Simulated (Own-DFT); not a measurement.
# Point defects and the pressure they add: C11b WSi2

The numbers are computed, not measured, by runs of the plane-wave DFT program Own-DFT (in-house, retired, unreviewed) at fixed positions, with no spin and no spin-orbit coupling.

Settings: PBE; PseudoDojo norm-conserving scalar-relativistic files; cutoff 50 hartree; 5 x 5 x 5 k mesh centred on Gamma; cold (Marzari-Vanderbilt) smearing of 0.2 eV.

Keep in mind: forces on such cells failed a check on a denser k mesh; stress not checked against mesh or cutoff.

All runs share one cell, with vectors in Å (-2.148, -5.953, 3.409); (-6.444, 2.976, 1.136); (-2.553, -2.948, -6.757) and a volume of 403.2 Å³. u is the rms random offset of the atoms per axis. The defect's site can differ from row to row.

```
cell,formula,u (Å),P (GPa)
no defect,Si20W10,0.0191,4.39
no defect,Si20W10,0.0484,6.00
no defect,Si20W10,0.0515,6.20
one Si on a W site,Si21W9,0.0307,6.07
one Si on a W site,Si21W9,0.0350,6.16
one Si on a W site,Si21W9,0.0534,7.87
one W on a Si site,Si19W11,0.0314,9.90
one W on a Si site,Si19W11,0.0459,10.59
one W on a Si site,Si19W11,0.0505,11.61
one Si vacancy,Si19W10,0.0296,?
one Si vacancy,Si19W10,0.0317,3.45
one Si vacancy,Si19W10,0.0461,4.61
one Si vacancy,Si19W10,0.0534,4.73
```

## What the rows give

P = P0 + c u² + a shift for each defect gives P0 = 3.99 GPa, c = 861 ± 83 GPa/Å² and a scatter of 0.24 GPa. The shifts, and each times the cell's volume:

- one W on a Si site: 5.09 ± 0.20 GPa, 12.8 eV
- one Si on a W site: 1.27 ± 0.20 GPa, 3.2 eV
- one Si vacancy: -1.44 ± 0.20 GPa, -3.6 eV

Against the defect-free cell, a freed cell would be larger where the shift is positive and smaller where it is negative (160.2 GPa Å³ is 1 eV). The atoms around the defects weren't relaxed, which would change these numbers.

## The run left out

Question: what pressure belongs in the blank (one Si vacancy, u = 0.0296 Å)?

The fit gives 3.30 ± 0.29 GPa. DFT gave 3.20 GPa.
